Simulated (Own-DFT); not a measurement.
# Response to strain: wurtzite AlGaN with randomly placed atoms, 72 atoms (Al9Ga27N36)

Calculated results; nothing here was measured. The program, named Own-DFT, is a retired in-house plane-wave density functional code that no person has reviewed. Each row is one single-point run on a periodic cell that was not relaxed, without spin or spin-orbit coupling.

Settings of every run: PBE; PseudoDojo norm-conserving scalar-relativistic files; cutoff 42 hartree; 4 x 4 x 3 k mesh centred on Gamma; Fermi-Dirac smearing of 0.1 eV.

Known limits: forces on such cells passed a denser k mesh, each cell not checked; stress not checked against mesh or cutoff.

Unstrained cell vectors in Å: (9.509, 0.000, 0.000); (-4.755, 8.235, 0.000); (0.000, 0.000, 10.268). The unstrained cell has measured lattice constants (interpolated for alloys), not those of this functional. That, the random moves and any unrelaxed bonds set the pressure at no strain. Each run strains this cell uniformly, with the atoms carried along. Every atom was also moved at random, by a Gaussian of width 0.05 Å on each axis. The random placing of the alloy's atoms differs from row to row. Strain is the symmetric tensor, in per cent. Stress is positive in tension, and the pressure is minus a third of its trace.

| run | e_xx (%) | e_yy (%) | e_zz (%) | s_xx (GPa) | s_yy (GPa) | s_zz (GPa) | P (GPa) | E (meV/atom) |
|---|---|---|---|---|---|---|---|---|
| 1 | 2.50 | 2.50 | 0.00 | 4.35 | 5.74 | -4.86 | -1.75 | 0.0 |
| 2 | 1.25 | 1.25 | 0.00 | -2.37 | -0.04 | -5.64 | 2.68 | 2.1 |
| 3 | 0.25 | 0.25 | 0.00 | -5.45 | -8.44 | -6.53 | 6.81 | 21.1 |
| 4 | -1.25 | -1.25 | 0.00 | -15.17 | -12.42 | -10.84 | 12.81 | 31.9 |
| 5 | -2.50 | -2.50 | 0.00 | -19.75 | -23.82 | -14.11 | 19.23 | 63.7 |
| 6 | 1.50 | 1.50 | 0.00 | 1.71 | -0.43 | -5.81 | 1.51 | 3.1 |
| 7 | -0.75 | -0.75 | 0.00 | -13.34 | -11.93 | -7.44 | 10.90 | 28.4 |
| 8 | 0.75 | 0.75 | 0.00 | -5.04 | -1.90 | -7.76 | 4.90 | 19.4 |
| 9 | -2.25 | -2.25 | 0.00 | ? | ? | ? | ? | ? |

E is the free energy for each atom above the lowest run shown.

## Worked fit

The change of volume is close to e_xx + e_yy + e_zz. A straight line through the runs shown gives P = 8.10 - 209 x (fractional change of volume) GPa, with an error of 6 on the slope and a scatter of 0.53 GPa. The strain isn't the same on all axes and the cell isn't cubic, so the slope belongs to this path and is not the bulk modulus.

## Withheld run

Question: what pressure should run 9 give? Its volume changes by -4.45 %.

The line gives 17.4 GPa. The calculation gave 17.81 GPa.
